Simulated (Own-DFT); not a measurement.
# What a defect does to the pressure of its cell: zincblende GaAs

Source: density functional calculations with Own-DFT, an unreviewed in-house program that is no longer used. Nothing was measured or relaxed, and spin and spin-orbit coupling are left out.

Settings: PBE; PseudoDojo norm-conserving scalar-relativistic files; cutoff 42 hartree; 3 x 3 x 3 k mesh centred on Gamma; Fermi-Dirac smearing of 0.1 eV.

Keep in mind (not all hold for every row): not probed for a lower state with spin; forces not confirmed at this smearing and k mesh; stress not checked against mesh or cutoff.

All runs share one cell, with vectors in Å (10.862, 0.000, 0.000); (0.000, 10.862, 0.000); (0.000, 0.000, 11.796) and a volume of 1391.7 Å³, strained against the parent crystal. u is the rms random offset of the atoms per axis. The defect's site can differ from row to row.

| cell | formula | u (Å) | P (GPa) |
|---|---|---|---|
| no defect | As32Ga32 | 0.0287 | 6.68 |
| no defect | As32Ga32 | 0.0303 | 6.68 |
| no defect | As32Ga32 | 0.0481 | 7.07 |
| one In on a Ga site | As32Ga31In | 0.0295 | 7.45 |
| one In on a Ga site | As32Ga31In | 0.0309 | 7.52 |
| one In on a Ga site | As32Ga31In | 0.0314 | 7.42 |
| one P on an As site | As31Ga32P | 0.0306 | 6.41 |
| one P on an As site | As31Ga32P | 0.0314 | 6.38 |
| one P on an As site | As31Ga32P | 0.0481 | 6.62 |
| one As vacancy and one Ga vacancy | As31Ga31 | 0.0291 | 5.98 |
| one As vacancy and one Ga vacancy | As31Ga31 | 0.0321 | 5.99 |
| one As vacancy and one Ga vacancy | As31Ga31 | 0.0492 | 6.18 |
| one As vacancy and one Ga vacancy | As31Ga31 | 0.0516 | ? |
| one Al on a Ga site | AlAs32Ga31 | 0.0308 | 6.64 |
| one Al on a Ga site | AlAs32Ga31 | 0.0314 | 6.67 |
| one Al on a Ga site | AlAs32Ga31 | 0.0515 | 7.11 |

## Worked fit

P = P0 + c u² + a shift for each defect gives P0 = 6.52 GPa, c = 218 ± 24 GPa/Å² and a scatter of 0.06 GPa. The shifts, and each times the cell's volume:

- one In on a Ga site: 0.74 ± 0.05 GPa, 6.5 eV
- one Al on a Ga site: -0.04 ± 0.05 GPa, -0.4 eV (not resolved)
- one P on an As site: -0.35 ± 0.05 GPa, -3.0 eV
- one As vacancy and one Ga vacancy: -0.78 ± 0.05 GPa, -6.8 eV

Positive is outwards. The product with the volume (160.2 GPa Å³ to the eV) is nearly free of the cell's size; divided by the bulk modulus at the cell's pressure it gives the volume that the defect adds. The atoms around the defects weren't relaxed, which would change these numbers.

## Check

Question: what pressure belongs in the blank (one As vacancy and one Ga vacancy, u = 0.0516 Å)?

From the fit: 6.32 ± 0.07 GPa. Computed: 6.16 GPa.
